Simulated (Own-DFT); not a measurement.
# Same atoms, different arrangement: C34N2Si36, 72 atoms

All numbers below are calculated, not measured. The program, named Own-DFT, is a retired in-house plane-wave density functional code that no person has reviewed. Each row is one single-point run on a periodic cell that was not relaxed, without spin or spin-orbit coupling.

Settings of every run: PBE; PseudoDojo norm-conserving scalar-relativistic files; cutoff 42 hartree; 4 x 4 x 3 k mesh centred on Gamma; Fermi-Dirac smearing of 0.1 eV.

Known limits: not probed for a lower state with spin; forces on such cells passed a denser k mesh, each cell not checked; stress not checked against mesh or cutoff.

All cells hold the same atoms in the same cell, with vectors in Å (9.248, 0.000, 0.000); (-4.624, 8.009, 0.000); (0.000, 0.000, 10.068). Every atom was moved at random from its ideal site; u is the rms move along one axis. The defect's site can differ from row to row. E is the free energy of the cell above the lowest run. The arrangements:

- A: 4H SiC, with two N on a C site each, 3.1 Å apart
- B: 2H SiC, with two N on a C site each, 3.1 Å apart

```
arrangement,u (Å),E (eV),P (GPa)
A,0.0299,0.000,2.63
A,0.0313,0.086,2.84
A,0.0323,0.195,2.70
A,0.0476,4.120,4.00
A,0.0490,3.830,3.81
A,0.0537,5.373,4.62
B,0.0269,0.487,2.75
B,0.0283,0.802,2.84
B,0.0301,0.988,2.86
B,0.0497,4.669,3.76
B,0.0509,5.084,4.06
B,0.0531,5.842,4.66
```

Question: once the cost of the random moves is taken out, how do the arrangements rank?

## Worked answer

Fit E = a + b u², with one b for all and one a for each arrangement, and with residuals divided by u², since the noise grows with the moves. Then b = 2591 eV/Å², the scatter at u = 0.04 Å is 0.21 eV, and against A:

- B: 1.00 ± 0.09 eV (higher)

These are energies of unrelaxed cells. Relaxing the atoms lowers the strained arrangements most, so the gaps would shrink and small ones could change sign.
